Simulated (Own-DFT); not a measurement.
# Cleaving wurtzite GaN, m plane (10-10)

The numbers are computed, not measured, by runs of the plane-wave DFT program Own-DFT (in-house, retired, unreviewed) at fixed positions, with no spin and no spin-orbit coupling.

Limits (not all hold for every row): some atoms lie very close together; forces not confirmed at this smearing and k mesh; k mesh not checked against a denser one.

Both sets of runs: PBE; PseudoDojo norm-conserving scalar-relativistic files (stringent for Ga); cutoff 96 hartree; Gaussian smearing of 0.01 eV. The slab has 64 atoms in 16 layers, two equal faces of 33.07 Å² as cut, 15 Å of vacuum, a dipole correction along the normal and a 6 x 6 x 1 mesh. The bulk cell has 72 atoms, the same measured lattice constants and a 4 x 4 x 3 mesh. In the slab only the 16 atoms nearest the faces were moved at random; u is their rms move along one axis. Energies are counted from -3520.29 eV for each atom.

```
slab run,u (Å),E (eV, cell)
1,0.0382,8.152
2,0.0452,8.952
3,0.0458,8.975
4,0.0472,8.920
5,0.0532,8.787
6,0.0886,8.762
7,0.0893,11.297
8,0.0964,10.955
9,0.0971,10.898
10,0.0999,10.241
11,0.1081,13.059
12,0.1195,12.780
```

| bulk run | u (Å) | E (meV/atom) |
|---|---|---|
| 1 | 0.0188 | 0.69 |
| 2 | 0.0193 | 1.27 |
| 3 | 0.0198 | 0.68 |
| 4 | 0.0206 | 1.85 |
| 5 | 0.0215 | 3.35 |
| 6 | 0.0480 | 48.19 |
| 7 | 0.0515 | 61.28 |
| 8 | 0.1022 | 303.17 |
| 9 | 0.1042 | 311.96 |
| 10 | 0.1048 | 347.49 |

The question: what is the energy of the unrelaxed surface?

## Working it out

Take each set to u = 0 with E = a + b u². Residuals are scaled by 1/(u² + 0.0006 Å²) to tame the large moves. Slab: a = 8.04 ± 0.20 eV. Bulk: a = -10.5 ± 0.9 meV/atom. The excess is 8.04 - 64 x (-0.0105) = 8.71 ± 0.21 eV. Over two faces that is 132 meV/Å², or 2.11 ± 0.05 J/m². Relaxing the faces would lower the energy, and the unlike meshes and the reach from the smallest u down to zero add errors that aren't counted here.
